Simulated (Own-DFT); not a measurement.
# Response to strain: wurtzite GaN, 72 atoms (Ga36N36)

Calculated results; nothing here was measured. The program, named Own-DFT, is a retired in-house plane-wave density functional code that no person has reviewed. Each row is one single-point run on a periodic cell that was not relaxed, without spin or spin-orbit coupling.

Settings of every run: PBE; PseudoDojo norm-conserving scalar-relativistic files (stringent for Ga); cutoff 96 hartree; 4 x 4 x 3 k mesh centred on Gamma; Gaussian smearing of 0.01 eV.

Known limits: forces not confirmed at this smearing and k mesh; stress not checked against mesh or cutoff.

Unstrained cell vectors in Å: (9.567, 0.000, 0.000); (-4.784, 8.285, 0.000); (0.000, 0.000, 10.370). The unstrained cell has measured lattice constants (interpolated for alloys), not those of this functional. That, the random moves and any unrelaxed bonds set the pressure at no strain. Each run strains this cell uniformly, with the atoms carried along. Every atom was also moved at random, by a Gaussian of width 0.05 Å on each axis. Strain is the symmetric tensor, in per cent. Stress is positive in tension, and the pressure is minus a third of its trace.

```
run,e_xx (%),e_yy (%),e_zz (%),s_xx (GPa),s_yy (GPa),s_zz (GPa),P (GPa),E (meV/atom)
1,0.00,0.00,1.25,-4.90,-6.60,-2.41,4.64,18.3
2,0.00,0.00,-1.50,-8.54,-6.41,-14.96,9.97,28.6
3,0.00,0.00,2.00,-5.81,-6.19,1.70,3.44,12.3
4,0.00,0.00,1.00,-5.87,-6.68,-1.41,4.66,0.0
5,0.00,0.00,3.00,-5.31,-4.67,5.07,1.64,13.4
6,0.00,0.00,-1.00,-6.60,-9.07,-10.65,8.77,12.5
7,0.00,0.00,0.50,-5.92,-5.91,-5.20,5.68,8.3
8,0.00,0.00,-1.75,-5.94,-8.24,-19.62,11.27,52.9
9,0.00,0.00,2.50,?,?,?,?,?
```

E is the free energy for each atom above the lowest run shown.

## Worked fit

The change of volume is close to e_xx + e_yy + e_zz. A straight line through the runs shown gives P = 7.11 - 196 x (fractional change of volume) GPa, with an error of 10 on the slope and a scatter of 0.47 GPa. The strain isn't the same on all axes and the cell isn't cubic, so the slope belongs to this path and is not the bulk modulus.

## Withheld run

Question: what pressure should run 9 give? Its volume changes by 2.50 %.

The line gives 2.2 GPa. The calculation gave 2.45 GPa.
